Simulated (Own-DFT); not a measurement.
# Response to strain: wurtzite GaN, 96 atoms (Ga48N48)

Calculated results; nothing here was measured. The program, named Own-DFT, is a retired in-house plane-wave density functional code that no person has reviewed. Each row is one single-point run on a periodic cell that was not relaxed, without spin or spin-orbit coupling.

Settings of every run: PBE; PseudoDojo norm-conserving scalar-relativistic files (stringent for Ga); cutoff 96 hartree; 3 x 4 x 3 k mesh centred on Gamma; Gaussian smearing of 0.01 eV.

Known limits: forces on such cells passed a denser k mesh, each cell not checked; stress not checked against mesh or cutoff.

Unstrained cell vectors in Å: (12.756, 0.000, 0.000); (-4.784, 8.285, 0.000); (0.000, 0.000, 10.370). The unstrained cell has measured lattice constants (interpolated for alloys), not those of this functional. That, the random moves and any unrelaxed bonds set the pressure at no strain. Each run strains this cell uniformly, with the atoms carried along. Every atom was also moved at random, by a Gaussian of width 0.05 Å on each axis. Strain is the symmetric tensor, in per cent. Stress is positive in tension, and the pressure is minus a third of its trace.

```
run,e_xx (%),e_yy (%),e_zz (%),e_yz (%),e_xz (%),e_xy (%),s_xx (GPa),s_yy (GPa),s_zz (GPa),s_yz (GPa),s_xz (GPa),s_xy (GPa),P (GPa),E (meV/atom)
1,0.52,-0.23,-0.77,0.35,1.39,1.64,-5.64,-9.90,-10.64,0.49,3.22,5.03,8.73,33.3
2,0.32,-0.97,-1.74,0.96,1.43,-1.23,-6.86,-12.70,-17.30,1.46,2.99,-3.61,12.29,35.7
3,-1.34,0.89,-0.26,0.26,-0.57,1.47,-12.16,-5.69,-8.17,0.39,-0.65,5.62,8.67,21.1
4,1.70,-0.28,1.85,1.03,-1.32,0.43,1.61,-5.29,1.08,1.84,-2.54,0.69,0.87,0.0
5,-0.20,-1.47,-0.99,-0.27,-1.96,1.97,-9.92,-14.55,-13.86,-0.77,-3.75,6.33,12.78,38.1
6,-1.76,-0.42,-0.61,0.03,1.66,1.80,-16.17,-12.20,-13.72,0.07,4.66,5.37,14.03,62.6
7,0.85,-1.42,-1.75,1.41,-0.88,1.12,-7.00,-13.57,-16.35,2.67,-2.39,3.01,12.31,43.8
8,-0.82,-1.23,0.14,-0.97,-1.67,-0.61,-11.70,-14.16,-8.55,-2.39,-3.30,-3.73,11.47,32.4
9,-1.72,-1.21,-0.06,0.50,-1.80,0.76,-17.13,-13.86,-10.14,1.60,-3.82,2.38,13.71,41.0
10,-1.11,-0.35,-0.33,-0.75,0.53,0.36,-15.58,-11.20,-7.60,-1.41,1.69,0.89,11.46,42.3
11,0.48,0.29,-1.12,-1.87,0.20,-0.77,-6.07,-6.55,-10.79,-3.85,0.37,-2.45,7.80,18.7
12,0.50,-0.79,-1.50,-0.48,-1.31,-1.36,-7.09,-11.14,-12.98,-0.81,-3.01,-3.85,10.40,13.6
13,-0.84,0.73,0.47,-0.67,-1.94,-0.58,-7.73,-6.10,-5.73,-2.00,-3.68,-2.36,6.52,16.9
14,1.49,1.43,-1.37,-1.61,-1.39,0.76,-1.46,-0.37,-12.25,-2.80,-3.35,3.49,4.69,26.6
15,-1.64,-1.96,0.42,1.95,0.18,-0.78,-17.07,-17.98,-9.05,4.73,0.90,-2.79,14.70,57.8
16,-1.75,1.41,0.53,1.11,-0.81,1.46,-13.77,-1.50,-6.44,2.56,-1.38,4.43,7.24,26.2
17,1.11,0.41,1.50,-0.20,-1.02,-0.86,?,?,?,?,?,?,?,?
```

E is the free energy for each atom above the lowest run shown.

## Worked fit

Each stress component was fitted by least squares to a constant and the strains of the runs shown, as fractions, with shears doubled. Shear strains stay in the fit of a normal stress only where such slopes are resolved. The slopes, in GPa:

```
stress  at no strain  per e_xx  per e_yy  per e_zz  scatter
  s_xx          -7.3  457 ± 28  104 ± 31   89 ± 34     1.22
  s_yy          -7.6  112 ± 18  439 ± 20   70 ± 22     0.80
  s_zz          -7.7   72 ± 29   86 ± 32  434 ± 35     1.27
```

Each shear stress against twice its own strain: yz 105 ± 7, xz 114 ± 3, xy 159 ± 8 GPa. These are stiffnesses along x, y and z of the frame in which the cell vectors are given, which need not be the crystal's axes. The atoms are held to the strained lattice; where symmetry lets them move under strain, relaxing them would lower some slopes. The table should be nearly symmetric about its diagonal, and what it lacks of that shows the noise. A ninth of its sum, 207 ± 6 GPa, estimates the bulk modulus near the mean pressure of these runs, 9.9 GPa, so it lies above the value at zero pressure.

## Withheld run

Question: what normal stresses and pressure should run 17 give?

The fit gives s_xx = -0.5, s_yy = -3.5, s_zz = 0.0 and P = 1.3 GPa. The calculation gave -1.46, -2.16, -0.64 and P = 1.42 GPa.
